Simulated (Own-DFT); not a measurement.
## Calculated data, SiC (4H silicon carbide, atoms displaced)

Computed with Own-DFT development build. A calculation, not a measurement: plane-wave PBE density functional theory by an unreviewed code, no spin, of a simulated periodic cell, stress positive in tension, free energy of the whole cell less one offset for each atom, forces on such cells passed a denser k mesh, this cell's mesh not checked; offsets are fitted by least squares, one for each functional and potential file, so energies compare only between cells with the same atoms and settings and are not formation energies; the far tail of each file's local potential was reset to the Coulomb form; each entry is a single point on an unrelaxed cell, so the pressure reflects the starting lattice, mostly measured values (interpolated for alloys), from which strain is counted, and rises with the displacements; printed positions are rounded, which can move forces by about a meV/angstrom; the program, named Own-DFT, is a retired in-house code; no spin-orbit coupling.

Common to all runs: functional PBE; potential files PseudoDojo norm-conserving, scalar-relativistic, standard set; wave cutoff 42 hartree; occupations Fermi-Dirac; smearing width 0.1 eV; hardware one NVIDIA H100; k mesh 5 x 5 x 3 centred on Gamma.

(1) SiC (4H silicon carbide, atoms displaced)

```
SiC
1.0
      6.1654     0.0000     0.0000
     -3.0827     5.3394     0.0000
      0.0000     0.0000    10.0681
Si C Si C Si C Si C Si C Si C Si C Si C
2 2 2 2 2 2 2 2 2 2 2 2 2 2 2 2
Direct
  0.98240 0.98667 0.40719
  0.16471 0.32910 0.15833
  0.99702 0.99444 0.09500
  0.17381 0.33292 0.34171
  0.00388 0.49732 0.40817
  0.17825 0.83657 0.15542
  0.00043 0.49511 0.09117
  0.17545 0.83729 0.34759
  0.49585 0.99730 0.40517
  0.66203 0.33103 0.16068
  0.50789 0.01169 0.09549
  0.67347 0.33530 0.34451
  0.50735 0.51056 0.41129
  0.65705 0.82547 0.15606
  0.49805 0.50472 0.09505
  0.67116 0.83571 0.35150
  0.00131 0.99996 0.90119
  0.82252 0.66086 0.65853
  0.99495 0.99019 0.59008
  0.83523 0.66987 0.84957
  0.00884 0.49644 0.90527
  0.83702 0.16427 0.65666
  0.98660 0.49395 0.58741
  0.83159 0.16657 0.84496
  0.50056 0.00290 0.91005
  0.34001 0.67187 0.65527
  0.50127 0.99936 0.59238
  0.33724 0.67785 0.84650
  0.50566 0.50015 0.91025
  0.33011 0.17120 0.65499
  0.51637 0.50697 0.59319
  0.33018 0.15895 0.84441
```

| Property | Result |
| --- | --- |
| free energy of cell above offsets | -4.410 eV |
| pressure | 3.99 GPa |
| stress xx | -3.24 GPa |
| stress yy | -3.67 GPa |
| stress zz | -5.07 GPa |
| stress yz | -0.64 GPa |
| stress xz | -0.75 GPa |
| stress xy | -1.93 GPa |
| wall time | 121.4 s |

Force:
```tsv
element	x (eV/Å)	y (eV/Å)	z (eV/Å)
Si	3.02	2.168	-0.389
Si	-0.255	-0.16	-0.649
C	0.16	0.144	-0.334
C	-0.378	-0.226	1.578
Si	0.111	0.219	-1.512
Si	-1.433	-0.804	0.356
C	-0.136	0.426	0.759
C	-1.287	-0.989	-0.883
Si	0.647	1.11	0.798
Si	0.713	1.552	-0.521
C	0.021	-1.211	-0.136
C	-0.66	0.034	0.468
Si	0.263	-1.741	-1.392
Si	1.112	1.451	0.664
C	0.293	-1.253	0.132
C	-1.865	-0.779	-2.076
Si	-0.397	0.029	1.741
Si	2.439	0.908	0.672
C	-0.013	0.864	1.262
C	0.429	-1.005	-1.178
Si	-1.156	0.557	0.396
Si	-0.87	0.012	-0.493
C	1.537	0.396	2.306
C	0.446	-0.01	-0.446
Si	0.281	0.179	-0.56
Si	-0.936	-0.378	0.096
C	-0.322	0.449	0.326
C	1.046	-1.234	-0.507
Si	-0.855	0.018	-0.612
Si	1.025	-0.918	-0.172
C	-2.915	-1.265	0.496
C	-0.065	1.456	-0.188
```

(2) SiC (4H silicon carbide, atoms displaced)

```
SiC
1.0
      6.1654     0.0000     0.0000
     -3.0827     5.3394     0.0000
      0.0000     0.0000    10.0681
Si C Si C Si C Si C Si C Si C Si C Si C
2 2 2 2 2 2 2 2 2 2 2 2 2 2 2 2
Direct
  0.00451 0.00354 0.40653
  0.17054 0.33382 0.15981
  0.99939 0.00157 0.09319
  0.16707 0.34021 0.34177
  0.00254 0.49815 0.41261
  0.16830 0.83878 0.16210
  0.99628 0.49157 0.09000
  0.16959 0.83706 0.34415
  0.50091 0.99283 0.40843
  0.66420 0.33193 0.15520
  0.50138 0.00335 0.08619
  0.66591 0.33601 0.34555
  0.50198 0.50330 0.40404
  0.66390 0.82992 0.15391
  0.49704 0.50142 0.09766
  0.67300 0.84073 0.34232
  0.99000 0.99981 0.90556
  0.83489 0.67240 0.65733
  0.99201 0.99674 0.58354
  0.82914 0.65859 0.84806
  0.00249 0.49880 0.90572
  0.83748 0.16361 0.64868
  0.99868 0.49728 0.59401
  0.84305 0.16328 0.85094
  0.49574 0.99657 0.90807
  0.33214 0.66331 0.65903
  0.49414 0.99062 0.59545
  0.33402 0.66416 0.84519
  0.50043 0.50272 0.90743
  0.32992 0.16592 0.65395
  0.49630 0.49839 0.59389
  0.34508 0.16558 0.84495
```

| Item | Value |
| --- | --- |
| free energy of cell above offsets | -4.594 eV |
| pressure | 3.91 GPa |
| stress xx | -3.54 GPa |
| stress yy | -2.18 GPa |
| stress zz | -6.03 GPa |
| stress yz | 0.21 GPa |
| stress xz | -0.08 GPa |
| stress xy | 1.55 GPa |
| wall time | 124.6 s |

Force:
```tsv
element	x (eV/Å)	y (eV/Å)	z (eV/Å)
Si	-0.139	0.077	-2.053
Si	-1.252	-0.2	-1.277
C	0.287	-0.256	0.498
C	0.534	-0.479	1.272
Si	-0.855	0.521	-1.883
Si	0.098	-0.947	-2.153
C	0.062	1.163	1.305
C	0.174	-0.466	1.022
Si	-0.519	1.025	-0.425
Si	0.603	0.172	0.087
C	-0.305	-0.602	2.504
C	0.576	-0.58	0.112
Si	-0.059	0.134	0.288
Si	-0.013	1.144	0.231
C	0.507	-0.32	-0.806
C	0.023	-0.644	0.083
Si	3.173	-0.783	0.921
Si	-0.252	-1.146	0.012
C	1.147	0.144	2.376
C	0.123	1.15	-0.953
Si	-0.017	-0.281	0.397
Si	-1.225	-0.079	2.008
C	-0.091	0.448	0.777
C	-2.378	0.669	-2.516
Si	1.017	0.165	-1.222
Si	0.032	-0.122	-0.139
C	0.1	0.733	-0.263
C	-0.192	0.202	-0.13
Si	0.106	-1.042	0.248
Si	0.525	-0.159	0.555
C	0.362	0.202	-0.264
C	-2.15	0.155	-0.612
```

(3) SiC (4H silicon carbide, atoms displaced)

```
SiC
1.0
      6.1654     0.0000     0.0000
     -3.0827     5.3394     0.0000
      0.0000     0.0000    10.0681
Si C Si C Si C Si C Si C Si C Si C Si C
2 2 2 2 2 2 2 2 2 2 2 2 2 2 2 2
Direct
  0.99623 0.99221 0.40187
  0.16366 0.33144 0.15129
  0.00063 0.99562 0.09344
  0.16414 0.33611 0.34059
  0.99847 0.50442 0.40930
  0.16448 0.83290 0.15729
  0.99477 0.50665 0.09151
  0.17045 0.83609 0.33718
  0.50797 0.00354 0.41056
  0.66796 0.33805 0.15834
  0.50037 0.98889 0.09000
  0.65986 0.32996 0.34496
  0.50093 0.49526 0.40897
  0.66430 0.83361 0.15617
  0.51483 0.49637 0.09577
  0.67402 0.83787 0.34104
  0.00897 0.00032 0.90779
  0.83983 0.67294 0.65718
  0.00083 0.99459 0.58931
  0.83527 0.66168 0.84011
  0.99283 0.49618 0.91063
  0.83217 0.17142 0.65802
  0.99949 0.48878 0.59321
  0.83450 0.16271 0.84306
  0.49648 0.99123 0.90719
  0.34021 0.66285 0.65571
  0.49923 0.00564 0.59655
  0.32383 0.65417 0.84247
  0.49983 0.50230 0.90639
  0.32835 0.17041 0.65640
  0.50331 0.51270 0.59191
  0.33264 0.16504 0.84764
```

| Quantity | Value |
| --- | --- |
| free energy of cell above offsets | -4.691 eV |
| pressure | 3.77 GPa |
| stress xx | -3.27 GPa |
| stress yy | -1.64 GPa |
| stress zz | -6.39 GPa |
| stress yz | 0.5 GPa |
| stress xz | -0.29 GPa |
| stress xy | 0.82 GPa |
| wall time | 113.7 s |

Force:
```tsv
element	x (eV/Å)	y (eV/Å)	z (eV/Å)
Si	0.533	1.452	0.043
Si	0.446	0.509	0.705
C	-0.498	0.497	-0.115
C	0.235	-0.25	0.56
Si	0.599	-0.514	-1.214
Si	0.751	0.21	-0.984
C	1.043	-0.831	0.83
C	0.262	-0.271	2.154
Si	-0.544	-0.607	-0.901
Si	1.031	-1.722	-0.041
C	-0.983	1.097	0.94
C	0.884	0.413	0.272
Si	-1.217	0.726	-1.358
Si	0.93	-0.516	-0.147
C	-2.838	0.798	-0.926
C	-0.896	-0.927	0.797
Si	-1.193	-0.631	-0.448
Si	0.296	-0.908	-0.599
C	-0.617	0.835	0.431
C	-0.614	0.629	0.97
Si	0.349	-0.332	-1.563
Si	0.695	-1.289	-0.28
C	-0.368	1.89	0.158
C	-0.182	-0.128	0.821
Si	0.291	0.232	-0.906
Si	-1.957	0.874	0.256
C	0.13	-0.506	-0.035
C	0.184	0.746	0.569
Si	0.749	-0.404	0.138
Si	0.501	0.01	0.146
C	1.415	-1.392	0.436
C	0.581	0.308	-0.71
```

(4) SiC (4H silicon carbide, atoms displaced)

```
SiC
1.0
      6.1654     0.0000     0.0000
     -3.0827     5.3394     0.0000
      0.0000     0.0000    10.0681
Si C Si C Si C Si C Si C Si C Si C Si C
2 2 2 2 2 2 2 2 2 2 2 2 2 2 2 2
Direct
  0.00950 0.00453 0.41066
  0.17024 0.33697 0.15039
  0.99973 0.99888 0.09591
  0.16701 0.33438 0.34307
  0.99642 0.49470 0.40321
  0.16705 0.83307 0.15474
  0.98707 0.48710 0.09211
  0.16926 0.83637 0.34659
  0.49805 0.00214 0.40970
  0.66856 0.33588 0.15047
  0.50015 0.00144 0.08992
  0.66076 0.32700 0.34801
  0.50661 0.50759 0.41287
  0.66889 0.83024 0.15354
  0.50719 0.49481 0.09326
  0.66083 0.84318 0.34051
  0.00161 0.00935 0.90597
  0.83494 0.66183 0.66199
  0.99496 0.99618 0.59545
  0.83447 0.66316 0.84280
  0.99727 0.50292 0.90948
  0.84234 0.17238 0.66046
  0.99736 0.50245 0.59661
  0.83580 0.17182 0.84492
  0.49595 0.99826 0.90674
  0.32940 0.66275 0.66025
  0.49773 0.99073 0.59472
  0.33260 0.67019 0.83584
  0.50301 0.49504 0.90555
  0.33241 0.16354 0.66101
  0.49954 0.49712 0.59147
  0.32915 0.16788 0.84544
```

| Item | Value |
| --- | --- |
| free energy of cell above offsets | -4.566 eV |
| pressure | 3.91 GPa |
| stress xx | -3.15 GPa |
| stress yy | -2.15 GPa |
| stress zz | -6.44 GPa |
| stress yz | 0.31 GPa |
| stress xz | 0.55 GPa |
| stress xy | 0.55 GPa |
| wall time | 128.8 s |

Force:
```tsv
element	x (eV/Å)	y (eV/Å)	z (eV/Å)
Si	-1.427	-0.257	-1.17
Si	0.123	-0.714	1.654
C	0.221	0.201	-1.033
C	0.569	0.294	0.014
Si	-0.005	0.466	0.802
Si	0.052	-0.093	0.738
C	1.499	1.941	0.115
C	-0.288	-0.704	-0.635
Si	0.222	-0.36	-0.249
Si	-0.187	-1.645	2.353
C	0.145	-0.744	0.381
C	-0.059	1.205	-1.164
Si	-0.578	-0.109	-2.295
Si	-0.681	0.472	0.744
C	-1.559	0.92	-0.828
C	1.695	-0.848	0.844
Si	-0.06	-1.233	0.387
Si	-0.881	0.373	-1.648
C	0.678	0.24	0.687
C	-0.547	0.833	1.249
Si	0.836	-0.123	-1.243
Si	-1.053	-0.716	-1.065
C	0.756	-0.516	-0.691
C	-0.434	-0.219	0.505
Si	0.373	0.087	-0.849
Si	0.34	0.076	-2.48
C	-0.024	1.03	0.811
C	0.372	-0.588	3.587
Si	-0.804	1.027	-0.321
Si	0.163	-0.125	-1.531
C	-0.049	0.012	2.186
C	0.591	-0.18	0.145
```

(5) SiC (4H silicon carbide, atoms displaced)

```
SiC
1.0
      6.1654     0.0000     0.0000
     -3.0827     5.3394     0.0000
      0.0000     0.0000    10.0681
Si C Si C Si C Si C Si C Si C Si C Si C
2 2 2 2 2 2 2 2 2 2 2 2 2 2 2 2
Direct
  0.99499 0.00620 0.40869
  0.16760 0.33390 0.15730
  0.98312 0.99015 0.09312
  0.16078 0.33227 0.33893
  0.98775 0.48479 0.41023
  0.16912 0.83569 0.15771
  0.98041 0.49444 0.09254
  0.16274 0.83350 0.33869
  0.50008 0.00009 0.40525
  0.65533 0.32496 0.15769
  0.50522 0.00869 0.09537
  0.67044 0.32702 0.34084
  0.49945 0.50193 0.40807
  0.67057 0.84459 0.15630
  0.50071 0.49358 0.09969
  0.66587 0.83354 0.34592
  0.00488 0.99747 0.90503
  0.83282 0.66657 0.66189
  0.00463 0.99813 0.59510
  0.82980 0.65828 0.84254
  0.00362 0.50493 0.90362
  0.83103 0.16114 0.65575
  0.00407 0.50056 0.59228
  0.84162 0.16655 0.84658
  0.50458 0.99919 0.90864
  0.33684 0.67077 0.65504
  0.50297 0.99742 0.59379
  0.33524 0.67054 0.84669
  0.50423 0.50496 0.90857
  0.34014 0.17491 0.65788
  0.48738 0.49210 0.59638
  0.33578 0.17167 0.84447
```

| Quantity | Value |
| --- | --- |
| free energy of cell above offsets | -4.578 eV |
| pressure | 3.82 GPa |
| stress xx | -2.94 GPa |
| stress yy | -3.1 GPa |
| stress zz | -5.44 GPa |
| stress yz | 0.57 GPa |
| stress xz | 0.13 GPa |
| stress xy | -0.37 GPa |
| wall time | 115.8 s |

Force:
```tsv
element	x (eV/Å)	y (eV/Å)	z (eV/Å)
Si	1.402	-0.877	-0.742
Si	-1.308	-0.325	-1.314
C	2.31	1.482	-0.396
C	0.598	0.217	1.804
Si	0.644	2.095	-1.576
Si	-1.054	-0.907	-0.909
C	2.089	0.835	-0.096
C	0.067	-0.202	2.161
Si	-0.778	-0.651	-0.069
Si	0.97	1.353	0.021
C	-0.606	-1.698	-0.538
C	-1.539	0.251	1.329
Si	0.093	-0.69	-0.708
Si	-0.434	-1.887	0.738
C	-1.312	1.238	-1.02
C	-0.144	-0.006	-0.05
Si	-0.519	0.047	0.428
Si	0.073	-0.339	-1.868
C	-0.422	0.088	0.132
C	0	1.014	0.641
Si	0.003	-1.09	1.125
Si	0.66	0.582	0.592
C	-0.716	-0.333	1.029
C	-0.679	-0.078	-0.733
Si	-0.21	0.95	-0.371
Si	-0.462	-0.451	0.587
C	-0.608	0.657	-0.152
C	0.326	-0.004	-0.43
Si	-0.333	-0.729	0.491
Si	-0.088	-1.725	0.103
C	1.298	1.534	-0.615
C	0.679	-0.351	0.405
```

(6) SiC (4H silicon carbide, atoms displaced)

```
SiC
1.0
      6.1654     0.0000     0.0000
     -3.0827     5.3394     0.0000
      0.0000     0.0000    10.0681
Si C Si C Si C Si C Si C Si C Si C Si C
2 2 2 2 2 2 2 2 2 2 2 2 2 2 2 2
Direct
  0.00827 0.99974 0.40991
  0.15415 0.32698 0.15345
  0.99486 0.00457 0.09079
  0.16873 0.33253 0.34536
  0.00487 0.51189 0.41126
  0.16799 0.83594 0.15638
  0.01005 0.50202 0.09215
  0.16207 0.83732 0.34576
  0.50439 0.00170 0.40703
  0.66612 0.33253 0.15181
  0.49834 0.99590 0.09522
  0.66830 0.33427 0.34196
  0.50592 0.49994 0.40669
  0.67636 0.84141 0.15451
  0.49962 0.49725 0.09288
  0.65751 0.82140 0.34412
  0.99956 0.99796 0.90876
  0.83628 0.67223 0.65362
  0.99806 0.00438 0.59915
  0.83091 0.66639 0.84694
  0.00550 0.50408 0.91024
  0.83825 0.17032 0.65573
  0.99891 0.50296 0.58955
  0.82306 0.15888 0.84893
  0.49975 0.99639 0.90486
  0.32738 0.66787 0.65593
  0.50001 0.00498 0.59308
  0.33665 0.67210 0.84462
  0.49671 0.50086 0.90417
  0.32468 0.15431 0.65266
  0.49776 0.49210 0.59380
  0.32842 0.16434 0.84703
```

| Property | Result |
| --- | --- |
| free energy of cell above offsets | -4.725 eV |
| pressure | 3.78 GPa |
| stress xx | -3.58 GPa |
| stress yy | -3.59 GPa |
| stress zz | -4.18 GPa |
| stress yz | 0.31 GPa |
| stress xz | 0.61 GPa |
| stress xy | 0.37 GPa |
| wall time | 122.9 s |

Force:
```tsv
element	x (eV/Å)	y (eV/Å)	z (eV/Å)
Si	-2.189	0.625	-0.522
Si	2.004	1.057	1.305
C	1.352	-0.659	0.679
C	-0.574	0.142	0.014
Si	0.334	-1.599	-2.384
Si	-0.218	-0.043	0.163
C	-1.622	0.349	0.611
C	1.399	-0.131	-0.238
Si	-0.129	-0.037	-0.729
Si	0.119	0.19	0.596
C	0.018	0.427	-0.456
C	0.62	0.021	0.235
Si	-0.747	-0.809	-0.339
Si	-1.226	-1.849	0.697
C	-0.465	0.416	-0.194
C	0.881	1.787	0.15
Si	-0.449	0.019	-0.972
Si	-0.681	-1.022	1.267
C	0.274	-0.69	-1.321
C	0.583	-0.089	-0.643
Si	-0.66	-0.571	-1.217
Si	-1.28	0.1	0.969
C	0.088	0.108	1.782
C	1.302	1.434	-1.044
Si	-1.048	0.598	0.812
Si	1.235	-0.1	-0.143
C	0.705	-0.813	0.02
C	-0.46	-0.892	-0.591
Si	0.539	-0.384	0.489
Si	0.382	1.755	1.63
C	-0.434	0.725	0.223
C	0.347	-0.062	-0.851
```

(7) SiC (4H silicon carbide, atoms displaced)

```
SiC
1.0
      6.1654     0.0000     0.0000
     -3.0827     5.3394     0.0000
      0.0000     0.0000    10.0681
Si C Si C Si C Si C Si C Si C Si C Si C
2 2 2 2 2 2 2 2 2 2 2 2 2 2 2 2
Direct
  0.99420 0.00148 0.40937
  0.16452 0.32985 0.15868
  0.99800 0.00116 0.09563
  0.17028 0.33309 0.34181
  0.99512 0.50723 0.40692
  0.16380 0.82554 0.16115
  0.00104 0.49594 0.09759
  0.15806 0.81929 0.34342
  0.50018 0.99646 0.40683
  0.66544 0.33107 0.15361
  0.49505 0.00644 0.09156
  0.67719 0.33991 0.34306
  0.50277 0.50221 0.40046
  0.66519 0.83996 0.15608
  0.50929 0.49710 0.09677
  0.66882 0.83571 0.33834
  0.99410 0.99466 0.91119
  0.84221 0.67079 0.65841
  0.99109 0.99886 0.59543
  0.83839 0.66893 0.84217
  0.99823 0.49710 0.90774
  0.83077 0.16451 0.65756
  0.00220 0.50127 0.59393
  0.83423 0.16588 0.84258
  0.49564 0.99526 0.90771
  0.33217 0.66816 0.65578
  0.49012 0.99491 0.59389
  0.33789 0.66734 0.84508
  0.50926 0.50131 0.90612
  0.34162 0.17152 0.65697
  0.50234 0.49672 0.59086
  0.33549 0.16380 0.84315
```

| Item | Value |
| --- | --- |
| free energy of cell above offsets | -4.941 eV |
| pressure | 3.63 GPa |
| stress xx | -1.78 GPa |
| stress yy | -3.57 GPa |
| stress zz | -5.54 GPa |
| stress yz | 0.13 GPa |
| stress xz | -0.37 GPa |
| stress xy | 0.36 GPa |
| wall time | 115.7 s |

Force:
```tsv
element	x (eV/Å)	y (eV/Å)	z (eV/Å)
Si	0.849	0.01	-0.71
Si	0.756	0.286	-0.593
C	0.341	-0.532	0.118
C	-0.678	0.019	1.058
Si	1.73	-1.635	0.363
Si	-0.578	0.618	-1.11
C	-0.139	0.146	-0.991
C	0.032	2.567	0.736
Si	-0.487	0.431	-0.406
Si	0.694	0.325	1.027
C	0.527	-1.199	0.717
C	-1.235	-1.404	-0.116
Si	0.093	-0.296	0.718
Si	0.278	-0.614	-0.76
C	-1.72	0.9	-0.792
C	-0.408	0.036	1.341
Si	0.702	0.904	-1.044
Si	-0.935	-0.5	-0.832
C	1.159	0.335	-0.177
C	0.088	-0.247	0.911
Si	0.665	0.182	-0.062
Si	-0.406	0.245	-0.313
C	-0.217	-0.292	0.077
C	-0.312	-0.231	0.935
Si	0.249	0.52	-0.751
Si	0.802	-0.751	0.174
C	1.027	0.507	-0.272
C	-0.204	-0.544	0.103
Si	-0.742	-0.528	0.157
Si	-1.304	-0.424	-0.229
C	-0.11	0.932	0.184
C	-0.515	0.233	0.538
```

(8) SiC (4H silicon carbide, atoms displaced)

```
SiC
1.0
      6.1654     0.0000     0.0000
     -3.0827     5.3394     0.0000
      0.0000     0.0000    10.0681
Si C Si C Si C Si C Si C Si C Si C Si C
2 2 2 2 2 2 2 2 2 2 2 2 2 2 2 2
Direct
  0.00093 0.99871 0.40492
  0.16877 0.33854 0.15733
  0.99949 0.99843 0.09612
  0.15956 0.33373 0.34361
  0.00088 0.50071 0.40422
  0.16376 0.82730 0.15513
  0.00743 0.51614 0.09376
  0.17487 0.83890 0.34583
  0.49956 0.98550 0.40682
  0.66005 0.33292 0.15215
  0.49657 0.00489 0.09281
  0.66837 0.33378 0.34386
  0.50088 0.49159 0.40588
  0.66556 0.83146 0.15909
  0.50351 0.50695 0.09416
  0.67243 0.83781 0.33782
  0.99399 0.99073 0.90771
  0.82896 0.66925 0.65871
  0.00248 0.99507 0.59494
  0.82945 0.66818 0.83968
  0.99967 0.49708 0.90467
  0.83048 0.16088 0.65746
  0.01019 0.49770 0.59137
  0.84214 0.16940 0.84115
  0.48876 0.98994 0.91193
  0.33911 0.66906 0.65608
  0.49932 0.99813 0.59549
  0.33972 0.66704 0.84338
  0.49544 0.50163 0.90912
  0.32273 0.15348 0.65765
  0.49950 0.49890 0.59638
  0.32572 0.15367 0.83943
```

| Item | Value |
| --- | --- |
| free energy of cell above offsets | -4.658 eV |
| pressure | 3.9 GPa |
| stress xx | -2.82 GPa |
| stress yy | -3 GPa |
| stress zz | -5.87 GPa |
| stress yz | -1.33 GPa |
| stress xz | -0.37 GPa |
| stress xy | 0.22 GPa |
| wall time | 117.6 s |

Force:
```tsv
element	x (eV/Å)	y (eV/Å)	z (eV/Å)
Si	0.133	0.258	0.301
Si	-0.313	-0.468	-0.307
C	-0.233	0.361	-0.346
C	1.319	-0.1	-0.014
Si	-0.297	0.254	0.684
Si	-0.237	2.1	1.055
C	-0.129	-2.79	-0.726
C	-0.504	-0.815	-0.674
Si	-0.323	1.803	0.154
Si	0.952	0.595	1.031
C	0.667	-0.729	0.69
C	0.094	-0.827	-0.362
Si	-0.764	0.71	0.291
Si	-0.079	1.034	-1.392
C	-0.479	-0.625	-0.064
C	0.146	-1.26	1.961
Si	0.113	0.916	-0.276
Si	1.275	-1.101	-1.299
C	-1.246	-0.018	-0.896
C	0.297	-0.928	1.71
Si	-0.123	0.558	-0.36
Si	0.443	0.883	-0.638
C	-1.42	0.037	0.611
C	-1.104	-0.784	1.438
Si	0.917	1.213	-1.925
Si	-0.324	-0.616	-0.01
C	0.304	-0.041	-0.557
C	-1.005	-0.24	0.386
Si	0.88	-0.994	-1.231
Si	0.846	1.351	-0.539
C	0.198	-0.558	-0.68
C	-0.004	0.821	1.985
```
